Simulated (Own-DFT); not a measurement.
# How strain changes the stress of beta-Si3N4, 112 atoms (N64Si48)

Calculated results; nothing here was measured. They come from Own-DFT, an in-house plane-wave density functional program, since retired, whose code no person has reviewed. Each row is one single-point run on a periodic cell that was not relaxed, without spin or spin-orbit coupling.

Settings of every run: PBE; PseudoDojo norm-conserving scalar-relativistic files; cutoff 42 hartree; 2 x 2 x 4 k mesh centred on Gamma; Fermi-Dirac smearing of 0.1 eV.

Known limits: forces on such cells moved up to 12 meV/angstrom on a denser k mesh; stress not checked against mesh or cutoff.

Unstrained cell vectors in Å: (15.212, 0.000, 0.000); (-7.606, 13.174, 0.000); (0.000, 0.000, 5.818). The unstrained cell has measured lattice constants (interpolated for alloys), not those of this functional. That, the random moves and any unrelaxed bonds set the pressure at no strain. Each run strains this cell uniformly, with the atoms carried along. Every atom was also moved at random, by a Gaussian of width 0.05 Å on each axis. Strain is the symmetric tensor, in per cent. Stress is positive in tension, and the pressure is minus a third of its trace.

| run | e_xx (%) | e_yy (%) | e_zz (%) | e_yz (%) | e_xz (%) | e_xy (%) | s_xx (GPa) | s_yy (GPa) | s_zz (GPa) | s_yz (GPa) | s_xz (GPa) | s_xy (GPa) | P (GPa) | E (meV/atom) |
|---|---|---|---|---|---|---|---|---|---|---|---|---|---|---|
| 1 | 1.91 | 0.33 | 0.63 | 0.09 | 0.30 | 1.01 | 4.21 | -2.91 | -5.58 | -0.83 | 0.85 | 2.46 | 1.43 | 19.4 |
| 2 | -1.89 | -1.12 | -1.89 | 1.76 | 0.33 | -0.36 | -24.08 | -17.87 | -29.93 | 7.66 | 3.08 | -0.06 | 23.96 | 109.7 |
| 3 | 0.58 | -1.23 | 1.48 | 0.62 | 0.61 | -0.72 | -3.06 | -11.36 | -1.12 | 2.19 | 3.05 | -1.81 | 5.18 | 0.0 |
| 4 | -1.92 | 0.09 | 0.08 | 0.23 | 1.35 | 0.40 | -18.57 | -9.57 | -11.03 | 0.24 | 6.42 | 2.06 | 13.06 | 41.7 |
| 5 | -0.62 | 0.00 | 1.29 | -1.38 | 1.02 | -1.10 | -7.92 | -6.88 | -4.15 | -4.02 | 4.17 | -2.79 | 6.32 | 18.7 |
| 6 | 0.59 | -0.46 | -0.64 | -0.84 | 0.82 | 1.31 | -4.23 | -11.59 | -13.94 | -2.85 | 3.39 | 4.91 | 9.92 | 25.0 |
| 7 | -0.54 | 1.21 | -1.99 | 0.27 | -0.92 | -0.23 | -11.23 | -3.28 | -22.67 | 0.86 | -3.01 | -1.85 | 12.39 | 37.1 |
| 8 | 1.02 | -1.58 | -0.36 | -0.88 | 1.93 | -1.64 | -6.80 | -17.59 | -9.44 | -2.40 | 6.20 | -7.76 | 11.28 | 42.1 |
| 9 | 1.36 | 0.88 | -1.12 | 1.92 | -1.55 | 0.12 | 0.50 | -3.25 | -16.46 | 7.44 | -5.18 | -0.34 | 6.40 | 30.2 |
| 10 | 1.64 | 1.68 | 1.22 | -0.95 | -0.43 | -0.44 | 3.58 | 3.74 | 1.40 | -2.92 | -1.31 | -2.76 | -2.91 | 2.6 |
| 11 | -0.34 | 1.40 | 1.01 | -0.54 | 1.27 | 0.84 | -4.96 | -0.12 | -2.94 | -2.51 | 4.39 | 2.13 | 2.67 | 8.8 |
| 12 | -0.24 | -0.84 | -1.41 | -0.56 | 1.02 | -0.53 | -10.91 | -12.14 | -23.61 | -2.59 | 4.11 | -1.24 | 15.55 | 54.5 |
| 13 | -0.35 | 0.07 | 0.01 | 1.53 | -0.19 | -1.30 | -7.30 | -8.40 | -12.96 | 6.07 | 0.08 | -3.71 | 9.55 | 43.6 |
| 14 | 1.94 | 0.24 | -0.56 | 1.21 | 1.96 | -0.81 | 2.87 | -4.69 | -12.85 | 3.37 | 5.18 | -3.46 | 4.89 | 23.1 |
| 15 | 1.15 | -1.24 | 1.01 | -1.63 | -1.35 | -1.61 | -2.51 | -12.61 | -3.71 | -6.68 | -5.26 | -4.25 | 6.27 | 11.4 |
| 16 | -1.43 | -0.27 | -0.01 | -0.01 | 1.25 | 1.63 | -17.28 | -11.26 | -11.00 | 0.90 | 3.76 | 9.01 | 13.18 | 32.9 |
| 17 | 1.57 | 1.35 | 0.94 | -1.59 | -0.11 | -0.88 | 3.56 | 2.29 | -2.52 | -4.82 | -0.92 | -2.65 | -1.11 | 3.1 |
| 18 | -0.95 | -1.04 | -0.85 | -0.02 | 0.76 | -1.53 | ? | ? | ? | ? | ? | ? | ? | ? |

E is the free energy for each atom above the lowest run shown.

## Worked fit

Each stress component was fitted by least squares to a constant and the strains of the runs shown, as fractions, with shears doubled. Shear strains stay in the fit of a normal stress only where such slopes are resolved. The slopes, in GPa:

```
stress  at no strain  per e_xx  per e_yy  per e_zz  scatter
  s_xx          -7.6  548 ± 31  158 ± 37  137 ± 35     1.48
  s_yy          -7.9  103 ± 20  545 ± 24   97 ± 23     0.97
  s_zz         -10.9  121 ± 39   74 ± 47  691 ± 44     1.90
```

Each shear stress against twice its own strain: yz 179 ± 12, xz 162 ± 10, xy 190 ± 16 GPa. These are stiffnesses along x, y and z of the frame in which the cell vectors are given, which need not be the crystal's axes. The atoms are held to the strained lattice; where symmetry lets them move under strain, relaxing them would lower some slopes. The table should be nearly symmetric about its diagonal, and what it lacks of that shows the noise. A ninth of its sum, 275 ± 8 GPa, estimates the bulk modulus near the mean pressure of these runs, 8.1 GPa, so it lies above the value at zero pressure.

## Withheld run

Question: what normal stresses and pressure should run 18 give?

The fit gives s_xx = -15.6, s_yy = -15.4, s_zz = -18.7 and P = 16.6 GPa. The calculation gave -16.01, -14.50, -19.52 and P = 16.68 GPa.
